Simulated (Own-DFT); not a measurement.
## Calculated data, AlGa₃N₄ (wurtzite random alloy, atoms displaced)

Computed with Own-DFT development build. A calculation, not a measurement: plane-wave density functional theory by an unreviewed code, no spin, of a simulated periodic cell, stress positive in tension, run twice, with PBE and with PBEsol, both on files made for PBE, so the change isn't that of files made for PBEsol, forces on such cells passed a denser k mesh, this cell's mesh not checked; the far tail of each file's local potential was reset to the Coulomb form; each entry is a single point on an unrelaxed cell, so the pressure reflects the starting lattice, mostly measured values (interpolated for alloys), from which strain is counted, and rises with the displacements; printed positions are rounded, which can move forces by about a meV/angstrom; the program, named Own-DFT, is a retired in-house code; no spin-orbit coupling; stress was not checked against mesh or cutoff.

## AlGa₃N₄ (wurtzite random alloy, atoms displaced)

```xyz
72
Lattice="9.5092 0.0000 0.0000 -4.7546 8.2353 0.0000 0.0000 0.0000 10.2685" Properties=species:S:1:pos:R:3 AlGa3N4
Ga     0.0064     1.8891     0.0365
Al     1.6120     0.9147     2.5425
N     -0.0146     1.8457     1.9480
N      1.5443     0.9666     4.4982
Al     0.0195     1.8593     5.1338
Al     1.5628     0.8752     7.7295
N     -0.0350     1.8810     7.0993
N      1.5813     0.8888     9.6863
Ga    -1.5616     4.5821    10.2357
Ga    -0.0221     3.6608     2.5178
N     -1.6142     4.5654     1.9680
N     -0.0355     3.6777     4.5708
Ga    -1.5681     4.5799     5.1097
Ga     0.0141     3.6573     7.7213
N     -1.5908     4.5402     7.0176
N      0.0129     3.6524     9.6498
Ga    -3.1642     7.3400     0.0092
Ga    -1.5874     6.4396     2.5859
N     -3.2151     7.2878     1.8789
N     -1.5612     6.4026     4.5097
Ga    -3.1653     7.3145     5.0861
Ga    -1.5694     6.3853     7.6303
N     -3.2206     7.3271     7.0510
N     -1.5765     6.3980     9.6219
Ga     3.1410     1.8143    10.2446
Ga     4.7522     0.9163     2.5662
N      3.1459     1.8433     1.9536
N      4.7835     0.9455     4.5331
Ga     3.1357     1.7946     5.1690
Al     4.7559     0.9241     7.7478
N      3.2089     1.8084     7.1083
N      4.7169     0.9247     9.6305
Ga     1.5676     4.5624     0.0119
Ga     3.1913     3.6647     2.5499
N      1.5562     4.5629     1.9293
N      3.1915     3.6319     4.4894
Ga     1.5633     4.5937     5.1829
Ga     3.1552     3.7306     7.6864
N      1.5267     4.5913     7.0400
N      3.1732     3.6800     9.6751
Ga     0.0258     7.2830     0.0130
Al     1.5952     6.4064     2.4910
N      0.0352     7.3097     1.9319
N      1.5116     6.4201     4.4569
Ga     0.0016     7.3069     5.1133
Ga     1.6119     6.3705     7.7099
N      0.0309     7.3503     7.0469
N      1.5890     6.4506     9.5892
Ga     6.3585     1.8675    10.2197
Ga     7.8954     0.9348     2.6039
N      6.3874     1.8494     1.9613
N      7.9122     0.8400     4.5017
Ga     6.3069     1.8637     5.1209
Al     7.9201     0.8678     7.6827
N      6.3222     1.8371     7.0984
N      7.8975     0.9292     9.6469
Ga     4.7094     4.6140    10.2682
Al     6.3568     3.6588     2.5952
N      4.7560     4.5293     1.9099
N      6.3231     3.6877     4.5234
Ga     4.7261     4.6482     5.1464
Al     6.3373     3.7203     7.6566
N      4.7941     4.5887     7.0513
N      6.3551     3.6685     9.6646
Ga     3.2183     7.3383     0.0383
Ga     4.7587     6.3923     2.5651
N      3.2229     7.3504     1.9091
N      4.7576     6.4151     4.4841
Al     3.1548     7.3133     5.1561
Ga     4.7647     6.3501     7.7429
N      3.1448     7.3360     7.0569
N      4.7661     6.3569     9.6898
```

Here we set functional PBE, then PBEsol, potential files PseudoDojo norm-conserving, scalar-relativistic, standard set, wave cutoff 42 hartree, occupations Fermi-Dirac, smearing width 0.1 eV and k mesh 4 x 4 x 3 centred on Gamma.

It finds PBE pressure 6.14 GPa; PBE stress xx -5.37 GPa; PBE stress yy -6.13 GPa; PBE stress zz -6.93 GPa; PBE stress yz 0.17 GPa; PBE stress xz 0.18 GPa; PBE stress xy -0.14 GPa; PBEsol pressure 1.26 GPa; PBEsol stress xx -0.5 GPa; PBEsol stress yy -1.23 GPa; PBEsol stress zz -2.05 GPa; PBEsol stress yz 0.15 GPa; PBEsol stress xz 0.19 GPa; PBEsol stress xy -0.13 GPa; rms change of force components from PBE to PBEsol 0.068 eV/Å.

Force:
| force element | PBE force x (eV/Å) | PBE force y (eV/Å) | PBE force z (eV/Å) | PBEsol force x (eV/Å) | PBEsol force y (eV/Å) | PBEsol force z (eV/Å) |
| --- | --- | --- | --- | --- | --- | --- |
| Ga | -0.54 | -1.408 | -0.359 | -0.536 | -1.369 | -0.334 |
| Al | -0.879 | 0.088 | 0.143 | -0.874 | 0.067 | 0.137 |
| N | 1.072 | -0.834 | 0.513 | 0.93 | -0.733 | 0.448 |
| N | -0.174 | -0.629 | -0.873 | -0.019 | -0.697 | -0.769 |
| Al | -1.083 | -0.239 | 0.275 | -1.093 | -0.23 | 0.282 |
| Al | 0.121 | 0.811 | -0.324 | 0.121 | 0.829 | -0.322 |
| N | 0.665 | -2.18 | -0.584 | 0.661 | -1.986 | -0.519 |
| N | -0.657 | 0.629 | -1.613 | -0.632 | 0.614 | -1.434 |
| Ga | -0.706 | 0.108 | 0.772 | -0.689 | 0.107 | 0.763 |
| Ga | 0.016 | 0.184 | 1.394 | 0.014 | 0.186 | 1.345 |
| N | -0.347 | 0.297 | -0.251 | -0.188 | 0.366 | -0.3 |
| N | 0.969 | -1.338 | -1.106 | 0.938 | -1.145 | -1.123 |
| Ga | -0.733 | -0.115 | 0.033 | -0.699 | -0.106 | 0.049 |
| Ga | -0.843 | 0.071 | -0.235 | -0.821 | 0.07 | -0.243 |
| N | -0.434 | 0.315 | 1.202 | -0.282 | 0.399 | 1.117 |
| N | 0.026 | 0.538 | -0.282 | 0.026 | 0.527 | -0.274 |
| Ga | 0.261 | -1.021 | -0.66 | 0.25 | -1.006 | -0.621 |
| Ga | 0.015 | -0.622 | -0.655 | 0.02 | -0.621 | -0.643 |
| N | 1.01 | 1.459 | 1.81 | 0.985 | 1.295 | 1.723 |
| N | -0.722 | 0.435 | -0.182 | -0.709 | 0.431 | -0.185 |
| Ga | -0.165 | 0.506 | 0.523 | -0.158 | 0.474 | 0.52 |
| Ga | 0.043 | 0.447 | 0.447 | 0.052 | 0.424 | 0.433 |
| N | 0.547 | 0.485 | 0.399 | 0.537 | 0.314 | 0.337 |
| N | -0.02 | 0.203 | -0.277 | -0.015 | 0.192 | -0.267 |
| Ga | 0.632 | 0.394 | 0.469 | 0.626 | 0.384 | 0.476 |
| Ga | 0.411 | 0.438 | 0.072 | 0.405 | 0.43 | 0.066 |
| N | -0.309 | -0.919 | -0.215 | -0.157 | -0.81 | -0.263 |
| N | -1.197 | -0.698 | -0.708 | -1.169 | -0.683 | -0.7 |
| Ga | 0.779 | 0.53 | -0.114 | 0.772 | 0.527 | -0.112 |
| Al | 0.365 | -0.137 | -0.791 | 0.369 | -0.14 | -0.801 |
| N | -1.168 | -0.142 | 0.697 | -1.171 | -0.004 | 0.574 |
| N | 0.604 | -0.311 | -0.11 | 0.584 | -0.297 | 0.054 |
| Ga | 0.441 | 0.757 | -0.234 | 0.431 | 0.721 | -0.221 |
| Ga | -0.501 | -0.033 | 0.396 | -0.486 | -0.042 | 0.377 |
| N | 0.54 | 1.14 | 0.319 | 0.522 | 0.963 | 0.249 |
| N | -0.587 | 0.642 | 0.687 | -0.573 | 0.635 | 0.671 |
| Ga | 0.267 | -0.151 | -2.06 | 0.233 | -0.141 | -2 |
| Ga | 0.216 | -1.262 | 0.25 | 0.21 | -1.23 | 0.241 |
| N | 1.02 | -0.214 | 1.176 | 1.008 | -0.204 | 1.152 |
| N | -0.613 | -0.265 | -0.964 | -0.601 | -0.251 | -0.946 |
| Ga | -0.555 | 0.901 | -0.633 | -0.55 | 0.885 | -0.613 |
| Al | 0.325 | -0.097 | 0.946 | 0.334 | -0.1 | 0.937 |
| N | 0.116 | -0.149 | 0.338 | -0.033 | -0.062 | 0.273 |
| N | 2.346 | -0.28 | -0.595 | 2.176 | -0.329 | -0.475 |
| Ga | 0.106 | 0.995 | 0.462 | 0.108 | 0.953 | 0.456 |
| Ga | -0.726 | 1.111 | -0.555 | -0.713 | 1.079 | -0.544 |
| N | -0.335 | 0.255 | 0.694 | -0.336 | 0.101 | 0.622 |
| N | 0.618 | -0.929 | 1.221 | 0.594 | -0.913 | 1.194 |
| Ga | -0.727 | -0.505 | 0.797 | -0.699 | -0.497 | 0.799 |
| Ga | 0.665 | -0.376 | -0.329 | 0.642 | -0.363 | -0.338 |
| N | -1.144 | 0.773 | -0.243 | -1.11 | 0.6 | -0.276 |
| N | 0.88 | 0.913 | 1.289 | 0.759 | 0.998 | 1.147 |
| Ga | 0.888 | -0.259 | 0.799 | 0.849 | -0.255 | 0.783 |
| Al | -0.372 | 1.301 | 0.292 | -0.369 | 1.303 | 0.3 |
| N | 0.269 | 0.194 | 0.68 | 0.271 | 0.195 | 0.529 |
| N | 1.098 | -0.313 | -1.174 | 1.065 | -0.3 | -1.007 |
| Ga | 1.138 | -1.537 | 0.466 | 1.104 | -1.493 | 0.474 |
| Al | -0.483 | -0.045 | -0.317 | -0.488 | -0.044 | -0.313 |
| N | 0.94 | 0.295 | 0.949 | 0.781 | 0.362 | 0.876 |
| N | -0.023 | 0.24 | -1.043 | -0.018 | 0.23 | -0.871 |
| Ga | 0.203 | -1.28 | -0.687 | 0.21 | -1.254 | -0.664 |
| Al | 0.449 | -1.517 | 0.71 | 0.447 | -1.51 | 0.711 |
| N | -0.321 | -0.429 | 0.677 | -0.473 | -0.318 | 0.606 |
| N | -0.459 | 0.796 | -1.774 | -0.441 | 0.766 | -1.614 |
| Ga | -0.586 | 0.253 | -1.034 | -0.565 | 0.254 | -0.995 |
| Ga | -0.261 | -0.484 | -0.272 | -0.245 | -0.466 | -0.28 |
| N | -1.454 | -0.891 | 1.151 | -1.304 | -0.811 | 1.072 |
| N | -1.037 | 0.774 | 0.426 | -0.889 | 0.682 | 0.364 |
| Al | -0.375 | -0.166 | -0.706 | -0.386 | -0.204 | -0.702 |
| Ga | -0.322 | 1.216 | -0.202 | -0.313 | 1.173 | -0.209 |
| N | 0.817 | -0.239 | -0.293 | 0.79 | -0.401 | -0.18 |
| N | -0.019 | 1.516 | -1.019 | -0.023 | 1.479 | -1.002 |
